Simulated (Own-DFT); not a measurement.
# One host, several defects: C40 NbSi2

The numbers are computed, not measured, by runs of the plane-wave DFT program Own-DFT (in-house, retired, unreviewed) at fixed positions, with no spin and no spin-orbit coupling.

Settings: PBEsol; PseudoDojo norm-conserving scalar-relativistic files, made for PBE; cutoff 42 hartree; 4 x 4 x 5 k mesh centred on Gamma; cold (Marzari-Vanderbilt) smearing of 0.2 eV.

Caveats: forces on such cells failed a check on a denser k mesh; stress not checked against mesh or cutoff.

All runs share one cell, with vectors in Å (0.000, 8.324, 0.000); (-9.613, 0.000, 0.000); (0.000, 0.000, 6.586) and a volume of 527.0 Å³. Atoms were moved at random from their sites; u is the rms move along one axis. The defect's site can differ from row to row.

```
cell,formula,u (Å),P (GPa)
no defect,Nb12Si24,0.0217,-2.15
no defect,Nb12Si24,0.0218,-2.12
no defect,Nb12Si24,0.0438,-1.19
two Nb on a Si site each,Nb14Si22,0.0306,?
two Nb on a Si site each,Nb14Si22,0.0351,3.67
two Nb on a Si site each,Nb14Si22,0.0425,4.14
two Nb on a Si site each,Nb14Si22,0.0499,4.47
two Si on a Nb site each,Nb10Si26,0.0296,-1.88
two Si on a Nb site each,Nb10Si26,0.0318,-1.73
two Si on a Nb site each,Nb10Si26,0.0481,-1.21
one Si vacancy,Nb12Si23,0.0304,-2.58
one Si vacancy,Nb12Si23,0.0495,-1.71
one Si vacancy,Nb12Si23,0.0519,-1.69
```

## What the rows give

P = P0 + c u² + a shift for each defect gives P0 = -2.35 GPa, c = 555 ± 38 GPa/Å² and a scatter of 0.09 GPa. The shifts, and each times the cell's volume:

- two Nb on a Si site each: 5.42 ± 0.08 GPa, 17.8 eV (8.9 eV for each of its 2 sites)
- two Si on a Nb site each: -0.03 ± 0.07 GPa, -0.1 eV (-0.1 eV for each of its 2 sites) (not resolved)
- one Si vacancy: -0.76 ± 0.08 GPa, -2.5 eV

A positive shift means that the defect pushes the cell outwards. Shift times volume (160.2 GPa Å³ is 1 eV) depends little on the cell's size, so, taken for each site, it can be compared between cells at like pressure. The atoms around the defects weren't relaxed, which would change these numbers.

## Prediction

Asked: what pressure belongs in the blank (two Nb on a Si site each, u = 0.0306 Å)?

Estimate: 3.59 ± 0.11 GPa. DFT gave 3.65 GPa.
